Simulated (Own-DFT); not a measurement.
# Stretching a layer in its plane: wurtzite AlN, 72 atoms (Al36N36)

No measurement is shown. These are fixed-geometry runs of a retired plane-wave code named Own-DFT, which no person has reviewed; spin and spin-orbit coupling are neglected.

Common settings: PBE; PseudoDojo norm-conserving scalar-relativistic files; cutoff 42 hartree; 3 x 3 x 2 k mesh centred on Gamma; Fermi-Dirac smearing of 0.1 eV.

Keep in mind: forces on such cells moved up to 12 meV/angstrom on a denser k mesh; stress not checked against mesh or cutoff.

Unstrained cell vectors in Å: (9.336, 0.000, 0.000); (-4.668, 8.085, 0.000); (0.000, 0.000, 9.964). The unstrained cell has measured lattice constants (interpolated for alloys), not those of this functional. That, the random moves and any unrelaxed bonds set the pressure at no strain. Each run strains x and y alike by e, as a substrate would, and holds the height along z. Each coordinate of each atom was shifted by a normal deviate of width 0.05 Å. Stress is positive in tension.

```
e (%),u (Å),(s_xx + s_yy)/2 (GPa),s_zz (GPa)
-3.00,0.047,-25.78,-10.91
-1.75,0.048,?,?
-1.50,0.051,-16.63,-6.39
-1.25,0.052,-13.32,-8.40
-0.50,0.051,-9.10,-5.70
0.75,0.047,-0.76,-5.31
2.00,0.052,4.06,-0.51
2.25,0.049,6.20,-2.47
2.75,0.051,7.32,-0.97
3.00,0.048,9.63,-1.25
```

## Fit

With e as a fraction, the in-plane stress is -6.0 + 588 e - 2792 e² GPa (errors 14 and 858, scatter 0.82), and s_zz is -5.5 + 161 e GPa (slope ± 18, scatter 1.11). At e = 0 the first slope is C11 + C12 and the second 2 C13, both with the ions held to the strained lattice and at the cell's own pressure. The term in e² is negative: the layer stiffens under compression and softens under tension. A free layer would change its height as e changes, and the in-plane slope would drop by 2 C13²/C33 to the biaxial modulus. At fixed height, a misfit of 1 % moves the in-plane stress by about 5.9 GPa and s_zz by 1.6 GPa.

## Test on the hidden row

The question: what are the two stresses at e = -1.75 %?

Estimate: -17.1 and -8.3 GPa. DFT gave -16.31 and -8.12 GPa.
